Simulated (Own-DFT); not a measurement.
# Point defects and the pressure they add: C11b WSi2

No measurement is shown. These are fixed-geometry runs of a retired plane-wave code named Own-DFT, which no person has reviewed; spin and spin-orbit coupling are neglected.

Common settings: PBE; PseudoDojo norm-conserving scalar-relativistic files; cutoff 50 hartree; 5 x 5 x 5 k mesh centred on Gamma; cold (Marzari-Vanderbilt) smearing of 0.2 eV.

Known weak points: forces on such cells failed a check on a denser k mesh; stress not checked against mesh or cutoff.

All runs share one cell, with vectors in Å (-2.148, -5.953, 3.409); (-6.444, 2.976, 1.136); (-2.553, -2.948, -6.757) and a volume of 403.2 Å³. Atoms were moved at random from their sites; u is the rms move along one axis. The defect's site can differ from row to row.

```
cell,formula,u (Å),P (GPa)
no defect,Si20W10,0.0219,4.43
no defect,Si20W10,0.0478,6.15
no defect,Si20W10,0.0517,6.69
one W vacancy,Si20W9,0.0304,3.94
one W vacancy,Si20W9,0.0486,4.53
one W vacancy,Si20W9,0.0532,5.78
one Si on a W site,Si21W9,0.0318,6.38
one Si on a W site,Si21W9,0.0475,6.78
one Si on a W site,Si21W9,0.0499,7.69
one Si vacancy,Si19W10,0.0266,2.97
one Si vacancy,Si19W10,0.0309,3.15
one Si vacancy,Si19W10,0.0506,4.35
one W on a Si site,Si19W11,0.0270,9.65
one W on a Si site,Si19W11,0.0273,9.64
one W on a Si site,Si19W11,0.0465,10.78
one W on a Si site,Si19W11,0.0509,?
```

## What the rows give

P = P0 + c u² + a shift for each defect gives P0 = 4.24 GPa, c = 840 ± 98 GPa/Å² and a scatter of 0.30 GPa. The shifts, and each times the cell's volume:

- one W on a Si site: 4.77 ± 0.25 GPa, 12.0 eV
- one Si on a W site: 1.10 ± 0.24 GPa, 2.8 eV
- one W vacancy: -1.20 ± 0.25 GPa, -3.0 eV
- one Si vacancy: -1.93 ± 0.25 GPa, -4.8 eV

Against the defect-free cell, a freed cell would be larger where the shift is positive and smaller where it is negative (160.2 GPa Å³ is 1 eV). The atoms around the defects weren't relaxed, which would change these numbers.

## Test on the hidden row

Q: what pressure belongs in the blank (one W on a Si site, u = 0.0509 Å)?

The fit gives 11.18 ± 0.37 GPa. Computed: 11.56 GPa.
